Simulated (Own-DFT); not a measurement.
Simulation results for GaAs (zincblende with one plane slipped along a stacking-fault path, atoms displaced)

Computed with Own-DFT development build. A calculation, not a measurement: plane-wave PBE density functional theory by an unreviewed code, no spin, of a simulated periodic cell, stress positive in tension, free energy of the whole cell less one offset for each atom, forces on such cells passed a denser k mesh, this cell's mesh not checked; offsets are fitted by least squares, one for each functional and potential file, so energies compare only between cells with the same atoms and settings and are not formation energies; the far tail of each file's local potential was reset to the Coulomb form; each entry is a single point on an unrelaxed cell, so the pressure reflects the starting lattice, mostly measured values (interpolated for alloys), from which strain is counted, and rises with the displacements; printed positions are rounded, which can move forces by about a meV/angstrom; the program, named Own-DFT, is a retired in-house code; no spin-orbit coupling; before rounding, a Quantum ESPRESSO 7.3.1 run of the same cell and cutoff gave forces within 1 meV/angstrom rms on each cell, which checks the program and not the settings.

Common to all runs: functional PBE; potential files PseudoDojo norm-conserving, scalar-relativistic, standard set; wave cutoff 42 hartree; occupations Fermi-Dirac; smearing width 0.1 eV; k mesh 4 x 4 x 2 centred on Gamma.

(1) GaAs (zincblende with one plane slipped along a stacking-fault path, atoms displaced)

```
GaAs
1.0
      5.6533    -5.6533     0.0000
      0.0000     5.6533    -5.6533
     11.7777    11.7777    10.3644
Ga As Ga As Ga As Ga As Ga As Ga As Ga As Ga As Ga As Ga As Ga As Ga As Ga As Ga As Ga As Ga As Ga As Ga As Ga As Ga As Ga As Ga As Ga As Ga As
1 1 1 1 1 1 1 1 1 1 1 1 1 1 1 1 1 1 1 1 1 1 1 1 1 1 1 1 1 1 1 1 1 1 1 1 1 1 1 1 1 1 1 1 1 1 1 1
Direct
  0.99876 0.99851 0.99848
  0.98229 0.97273 0.12852
  0.14991 0.29597 0.16919
  0.14779 0.29797 0.29293
  0.30014 0.10473 0.33536
  0.28926 0.08621 0.46269
  0.05521 0.08565 0.50497
  0.02890 0.06705 0.63086
  0.19497 0.38794 0.66735
  0.18541 0.37111 0.78781
  0.33205 0.20565 0.82660
  0.34172 0.17471 0.96078
  0.00078 0.50201 0.99704
  0.99532 0.49064 0.13170
  0.14362 0.80679 0.17034
  0.14329 0.79757 0.29606
  0.30716 0.61669 0.33753
  0.29903 0.59887 0.45723
  0.04662 0.59792 0.49790
  0.03612 0.56391 0.62360
  0.18059 0.88705 0.67148
  0.17001 0.84729 0.79161
  0.34865 0.69934 0.83259
  0.33115 0.67064 0.95336
  0.50042 0.00549 0.00025
  0.48402 0.96202 0.12414
  0.65455 0.30772 0.16492
  0.65148 0.28905 0.28684
  0.79938 0.11397 0.33372
  0.77356 0.09696 0.45927
  0.53626 0.08154 0.50434
  0.52949 0.06664 0.62294
  0.70098 0.38681 0.66263
  0.68200 0.36273 0.79044
  0.85959 0.20416 0.83406
  0.83929 0.17111 0.95449
  0.48797 0.49401 0.00351
  0.48200 0.47665 0.12319
  0.65117 0.80763 0.16497
  0.64422 0.79460 0.28696
  0.81071 0.61457 0.33656
  0.77644 0.58059 0.45655
  0.56240 0.60316 0.49888
  0.53667 0.56220 0.63224
  0.70048 0.90190 0.67351
  0.68143 0.86395 0.79210
  0.85195 0.69335 0.83244
  0.83087 0.66900 0.95316
```

```
free energy of cell above offsets : -10.387 eV
pressure                          : 6.39 GPa
stress xx                         : -6.21 GPa
stress yy                         : -8.95 GPa
stress zz                         : -4.02 GPa
stress yz                         : -1.32 GPa
stress xz                         : -0.67 GPa
stress xy                         : 2.19 GPa
```

Force:
```tsv
element	x (eV/Å)	y (eV/Å)	z (eV/Å)
Ga	0.288	-0.148	0.405
As	-0.451	-0.493	-0.904
Ga	-0.087	0.437	-0.415
As	-0.025	-0.098	0.857
Ga	0.95	0.715	-1.326
As	-1.044	-3.833	-2.131
Ga	-2.173	5.279	1.267
As	-0.459	-0.575	-0.074
Ga	-0.015	-0.212	-0.844
As	-0.263	1.331	-0.633
Ga	1.601	-1.306	1.825
As	-1.196	-0.103	-0.604
Ga	0.199	0.537	0.491
As	-1.031	-1.392	0.083
Ga	0.774	-0.084	-0.142
As	-0.494	-1.127	0.747
Ga	-0.243	-0.481	-0.981
As	-0.224	-1.585	-0.47
Ga	0.692	1.952	1.08
As	0.004	0.051	-0.299
Ga	0.046	-1.023	-0.492
As	1.096	0.537	-1.236
Ga	-0.078	-0.53	0.191
As	0.964	0.487	0.185
Ga	-0.072	-0.797	0.392
As	-0.163	1.145	-0.944
Ga	-0.621	-0.442	0.073
As	-0.12	1.333	0.441
Ga	0.412	-0.359	-0.043
As	2.476	-5.634	-1.866
Ga	0.138	3.172	1.885
As	0.362	0.647	1.512
Ga	0.451	0.494	0.203
As	-0.252	0.013	-0.094
Ga	-1.051	-0.218	0.181
As	0.531	0.88	0.45
Ga	-0.298	-0.639	-1.01
As	0.787	0.319	0.465
Ga	-0.086	-0.352	0.688
As	0.494	0.23	1.087
Ga	-1.205	-0.129	-0.618
As	1.215	-5.721	-1.085
Ga	-0.407	6.613	2
As	-0.531	-0.211	-1.188
Ga	-1.265	-0.46	-0.23
As	1.031	0.633	0.016
Ga	-1.203	0.22	0.461
As	0.547	0.93	0.643
```

(2) GaAs (zincblende with one plane slipped along a stacking-fault path, atoms displaced)

```
GaAs
1.0
      5.6533    -5.6533     0.0000
      0.0000     5.6533    -5.6533
     11.7777    11.7777    10.3644
Ga As Ga As Ga As Ga As Ga As Ga As Ga As Ga As Ga As Ga As Ga As Ga As Ga As Ga As Ga As Ga As Ga As Ga As Ga As Ga As Ga As Ga As Ga As Ga As
1 1 1 1 1 1 1 1 1 1 1 1 1 1 1 1 1 1 1 1 1 1 1 1 1 1 1 1 1 1 1 1 1 1 1 1 1 1 1 1 1 1 1 1 1 1 1 1
Direct
  0.98650 0.98560 0.99889
  0.97535 0.98277 0.12572
  0.15650 0.32285 0.16653
  0.14780 0.29745 0.29080
  0.30613 0.11999 0.33391
  0.30592 0.10321 0.45713
  0.04927 0.08704 0.50601
  0.02823 0.06252 0.62258
  0.17914 0.39452 0.66385
  0.16717 0.35586 0.79417
  0.34193 0.19960 0.82790
  0.34114 0.17933 0.95753
  0.00024 0.50102 0.99774
  0.97919 0.47948 0.12330
  0.13150 0.79661 0.16864
  0.14117 0.78344 0.28986
  0.30163 0.61079 0.33283
  0.30143 0.59256 0.45564
  0.05454 0.57846 0.49943
  0.02115 0.54545 0.62447
  0.21018 0.91039 0.66923
  0.18531 0.86754 0.79236
  0.34804 0.69736 0.82898
  0.35018 0.67880 0.95998
  0.50021 0.00445 0.99929
  0.49094 0.97223 0.11858
  0.65800 0.31975 0.16909
  0.65498 0.29124 0.29196
  0.81210 0.11152 0.33460
  0.79383 0.09711 0.46086
  0.53546 0.07931 0.50890
  0.52946 0.06453 0.62756
  0.68494 0.37889 0.66635
  0.69263 0.38115 0.79132
  0.84032 0.19373 0.83000
  0.83695 0.17587 0.95733
  0.50564 0.51351 0.99910
  0.49845 0.48460 0.12469
  0.65405 0.80046 0.17075
  0.64357 0.77336 0.28802
  0.80343 0.62207 0.33356
  0.80514 0.59219 0.45989
  0.55110 0.58183 0.49573
  0.54040 0.55404 0.62573
  0.68926 0.88670 0.67170
  0.69030 0.87393 0.79143
  0.82932 0.67604 0.83651
  0.84086 0.65884 0.95539
```

```
free energy of cell above offsets : -11.270 eV
pressure                          : 6.1 GPa
stress xx                         : -6.6 GPa
stress yy                         : -7.13 GPa
stress zz                         : -4.57 GPa
stress yz                         : -0.37 GPa
stress xz                         : -1.54 GPa
stress xy                         : 2.05 GPa
```

Force:
```tsv
element	x (eV/Å)	y (eV/Å)	z (eV/Å)
Ga	0.56	-0.105	-0.495
As	0.743	-0.64	-0.402
Ga	-0.278	-0.559	0.163
As	-0.318	-0.356	0.706
Ga	0.008	-0.838	-0.193
As	-1.32	-0.733	-1.457
Ga	-0.427	0.555	0.46
As	0.951	1.019	1.096
Ga	1.77	-1.328	1.129
As	0.01	-0.487	-1.615
Ga	1.001	-0.067	0.671
As	-0.617	0.288	0.001
Ga	0.985	-0.774	0.53
As	0.301	-0.418	-0.326
Ga	0.212	-0.706	-1.328
As	0.505	0.77	-0.052
Ga	0.425	0.033	-0.581
As	-0.434	-2.365	-1.765
Ga	0.462	2.656	2.04
As	-0.331	1.352	-1.823
Ga	-1.353	0.127	0.989
As	-0.525	0.561	0.142
Ga	0.501	0.064	0.787
As	-1.388	0.318	-0.747
Ga	-0.18	-0.316	-0.486
As	0.841	1.838	0.886
Ga	-0.861	-0.797	1.109
As	-0.243	0.512	0.418
Ga	-0.292	0.007	0.258
As	-0.514	-1.662	-1.313
Ga	0.677	0.172	0.802
As	0.591	-0.524	0.794
Ga	1.094	0.114	-0.218
As	-1.563	-0.829	1.02
Ga	0.43	0.935	0.531
As	-0.294	-0.426	0.091
Ga	0.325	-0.738	1.003
As	-0.606	0.281	0.008
Ga	-1.292	-0.193	-1.038
As	0.313	2.179	-0.112
Ga	0.944	-0.883	0.955
As	-0.72	-2.401	-2.076
Ga	0.947	2.58	1.956
As	-1.259	1.286	-0.819
Ga	-0.507	-1.185	-0.388
As	-0.001	0.123	0.943
Ga	0.756	0.098	-1.917
As	-0.028	1.469	-0.335
```
